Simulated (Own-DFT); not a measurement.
# Strain and stress in 4H SiC, 32 atoms (C16Si16)

These are calculations, not measurements. They come from Own-DFT, an in-house plane-wave density functional program, since retired, whose code no person has reviewed. Each row is one single-point run on a periodic cell that was not relaxed, without spin or spin-orbit coupling.

Settings of every run: PBE; PseudoDojo norm-conserving scalar-relativistic files; cutoff 42 hartree; 5 x 5 x 3 k mesh centred on Gamma; Fermi-Dirac smearing of 0.1 eV.

Known limits: forces on such cells passed a denser k mesh, each cell not checked; stress not checked against mesh or cutoff.

Unstrained cell vectors in Å: (6.165, 0.000, 0.000); (-3.083, 5.339, 0.000); (0.000, 0.000, 10.068). The unstrained cell has measured lattice constants (interpolated for alloys), not those of this functional. That, the random moves and any unrelaxed bonds set the pressure at no strain. Each run strains this cell uniformly, with the atoms carried along. Every atom was also moved at random, by a Gaussian of width 0.05 Å on each axis. Strain is the symmetric tensor, in per cent. Stress is positive in tension, and the pressure is minus a third of its trace.

```
run,e_xx (%),e_yy (%),e_zz (%),e_yz (%),e_xz (%),e_xy (%),s_xx (GPa),s_yy (GPa),s_zz (GPa),s_yz (GPa),s_xz (GPa),s_xy (GPa),P (GPa),E (meV/atom)
1,1.15,1.04,-1.28,-1.85,1.18,1.21,2.45,0.77,-13.69,-5.81,3.91,6.71,3.49,21.5
2,-0.47,0.41,-0.85,1.62,1.27,-1.80,-6.86,-2.30,-13.85,5.96,4.31,-7.70,7.67,35.7
3,-0.96,-0.37,-0.99,-1.12,-1.80,-1.90,-9.41,-6.94,-17.20,-4.30,-6.23,-7.74,11.18,49.1
4,-0.68,0.16,1.85,-1.11,-1.19,0.12,-9.13,-5.96,3.89,-5.14,-6.34,-1.99,3.73,47.6
5,1.39,-1.68,0.92,1.76,-1.92,-0.79,1.26,-9.44,-3.75,4.63,-7.19,-4.29,3.98,33.8
6,-1.77,1.68,-1.42,1.26,1.23,-1.93,-16.26,-0.52,-12.83,5.60,4.27,-9.17,9.87,57.6
7,0.51,-1.39,0.22,0.54,1.25,-0.47,-2.35,-15.34,-4.22,2.11,3.86,-3.00,7.30,23.0
8,0.18,0.21,1.61,0.84,0.06,-0.86,-2.20,-2.03,2.65,2.05,0.47,-4.37,0.52,0.8
9,-1.12,-0.98,-0.81,-0.39,-1.37,-1.54,-15.50,-13.74,-9.85,-2.23,-5.10,-6.13,13.03,59.5
10,-1.29,1.62,-0.12,-0.72,-0.45,1.92,-12.46,3.46,-8.54,-2.85,-1.64,10.76,5.85,60.0
11,1.35,-0.74,0.56,0.50,-0.36,-0.33,3.51,-7.92,-3.94,2.53,-1.61,-1.70,2.78,14.8
12,-0.85,-0.64,-1.60,0.77,1.61,1.08,-13.03,-9.12,-14.82,1.85,5.14,6.20,12.32,25.5
13,-0.80,1.35,0.13,1.65,-0.63,-0.56,-7.37,4.26,-6.54,5.52,-2.18,-1.22,3.22,0.0
14,-1.89,-1.58,1.84,0.06,1.17,1.36,-15.12,-13.36,1.94,0.69,2.40,7.18,8.85,26.7
15,0.76,-0.76,1.99,0.88,0.77,1.86,-3.38,-5.95,5.96,1.70,4.96,9.48,1.12,12.4
16,1.27,-1.35,-1.45,0.50,0.49,1.76,?,?,?,?,?,?,?,?
```

E is the free energy for each atom above the lowest run shown.

## Worked fit

Each stress component was fitted by least squares to a constant and the strains of the runs shown, as fractions, with shears doubled. Shear strains stay in the fit of a normal stress only where such slopes are resolved. The slopes, in GPa:

| stress | at no strain | per e_xx | per e_yy | per e_zz | scatter |
|---|---|---|---|---|---|
| s_xx | -5.2 | 595 ± 46 | 88 ± 47 | 48 ± 41 | 1.80 |
| s_yy | -4.8 | 110 ± 53 | 556 ± 54 | 72 ± 48 | 2.09 |
| s_zz | -7.0 | 16 ± 52 | 24 ± 53 | 571 ± 47 | 2.05 |

Each shear stress against twice its own strain: yz 165 ± 11, xz 173 ± 14, xy 261 ± 14 GPa. These are stiffnesses along x, y and z of the frame in which the cell vectors are given, which need not be the crystal's axes. The atoms are held to the strained lattice; where symmetry lets them move under strain, relaxing them would lower some slopes. The table should be nearly symmetric about its diagonal, and what it lacks of that shows the noise. A ninth of its sum, 231 ± 9 GPa, estimates the bulk modulus near the mean pressure of these runs, 6.3 GPa, so it lies above the value at zero pressure.

## Withheld run

Question: what normal stresses and pressure should run 16 give?

The fit gives s_xx = 0.4, s_yy = -11.9, s_zz = -15.4 and P = 9.0 GPa. The calculation gave -0.40, -9.30, -20.53 and P = 10.08 GPa.
